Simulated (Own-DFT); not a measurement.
# How strain changes the stress of wurtzite GaN, 72 atoms (Ga36N36)

Calculated results; nothing here was measured. The program, named Own-DFT, is a retired in-house plane-wave density functional code that no person has reviewed. Each row is one single-point run on a periodic cell that was not relaxed, without spin or spin-orbit coupling.

Settings of every run: PBE; PseudoDojo norm-conserving scalar-relativistic files; cutoff 42 hartree; 4 x 4 x 3 k mesh centred on Gamma; Fermi-Dirac smearing of 0.1 eV.

Known limits: forces not confirmed at this smearing and k mesh; stress not checked against mesh or cutoff.

Unstrained cell vectors in Å: (9.567, 0.000, 0.000); (-4.783, 8.285, 0.000); (0.000, 0.000, 10.370). The unstrained cell has measured lattice constants (interpolated for alloys), not those of this functional. That, the random moves and any unrelaxed bonds set the pressure at no strain. Each run strains this cell uniformly, with the atoms carried along. Every atom was also moved at random, by a Gaussian of width 0.05 Å on each axis. Strain is the symmetric tensor, in per cent. Stress is positive in tension, and the pressure is minus a third of its trace.

| run | e_xx (%) | e_yy (%) | e_zz (%) | s_xx (GPa) | s_yy (GPa) | s_zz (GPa) | P (GPa) | E (meV/atom) |
|---|---|---|---|---|---|---|---|---|
| 1 | 1.75 | 1.75 | 0.00 | 2.15 | 1.36 | -6.54 | 1.01 | 0.0 |
| 2 | -2.75 | -2.75 | 0.00 | -23.48 | -24.25 | -12.72 | 20.15 | 67.1 |
| 3 | -3.00 | -3.00 | 0.00 | -29.90 | -27.37 | -11.69 | 22.98 | 115.3 |
| 4 | -0.50 | -0.50 | 0.00 | -10.41 | -9.66 | -9.62 | 9.90 | 32.4 |
| 5 | -0.75 | -0.75 | 0.00 | -12.07 | -11.90 | -8.42 | 10.79 | 30.0 |
| 6 | -0.25 | -0.25 | 0.00 | -9.23 | -8.45 | -9.50 | 9.06 | 30.1 |
| 7 | 3.00 | 3.00 | 0.00 | 6.33 | 5.88 | -3.14 | -3.03 | 4.0 |
| 8 | 0.50 | 0.50 | 0.00 | -5.69 | -4.51 | -5.65 | 5.28 | 6.7 |
| 9 | 2.75 | 2.75 | 0.00 | ? | ? | ? | ? | ? |

E is the free energy for each atom above the lowest run shown.

## Worked fit

The change of volume is close to e_xx + e_yy + e_zz. A straight line through the runs shown gives P = 8.53 - 214 x (fractional change of volume) GPa, with an error of 11 on the slope and a scatter of 1.18 GPa. The strain isn't the same on all axes and the cell isn't cubic, so the slope belongs to this path and is not the bulk modulus.

## Withheld run

Question: what pressure should run 9 give? Its volume changes by 5.58 %.

The line gives -3.4 GPa. The calculation gave -2.68 GPa.
